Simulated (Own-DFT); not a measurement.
# Slab less bulk: wurtzite GaN, m plane (10-10)

Calculated, not measured: single-point runs of Own-DFT, a retired in-house plane-wave DFT program that no person has reviewed, on unrelaxed cells, without spin or spin-orbit coupling.

Limits (not all hold for every row): forces not confirmed at this smearing and k mesh; k mesh not checked against a denser one.

Both sets of runs: PBE; PseudoDojo norm-conserving scalar-relativistic files (stringent for Ga); cutoff 96 hartree; Gaussian smearing of 0.01 eV. The slab has 64 atoms in 16 layers, two equal faces of 33.07 Å² as cut, 15 Å of vacuum, a dipole correction along the normal and a 6 x 6 x 1 mesh. The bulk cell has 72 atoms, the same measured lattice constants and a 4 x 4 x 3 mesh. In the slab only the 16 atoms nearest the faces were moved at random; u is their rms move along one axis. Energies are counted from -3520.29 eV for each atom.

```
slab run   u (Å)  E (eV, cell)
       1  0.0431         8.397
       2  0.0444         8.549
       3  0.0465         8.245
       4  0.0475         9.008
       5  0.0494         8.508
       6  0.0521         8.242
       7  0.0568         8.757
       8  0.0776         9.339
       9  0.0946        11.549
      10  0.1005        12.205
      11  0.1027        11.670
      12  0.1056        11.830
```

```
bulk run   u (Å)  E (meV/atom)
       1  0.0200          1.97
       2  0.0202          2.59
       3  0.0205          2.08
       4  0.0213          3.22
       5  0.0213          2.94
       6  0.0222          4.24
       7  0.0485         57.25
       8  0.0504         67.44
       9  0.0526         66.93
      10  0.1040        335.64
```

Question: what is the energy of the unrelaxed surface?

## Worked answer

Take each set to u = 0 with E = a + b u². Residuals are scaled by 1/(u² + 0.0006 Å²) to tame the large moves. Slab: a = 7.66 ± 0.17 eV. Bulk: a = -10.5 ± 0.6 meV/atom. The excess is 7.66 - 64 x (-0.0105) = 8.33 ± 0.18 eV. Over two faces that is 126 meV/Å², or 2.02 ± 0.04 J/m². Relaxing the faces would lower the energy, and the unlike meshes and the reach from the smallest u down to zero add errors that aren't counted here.
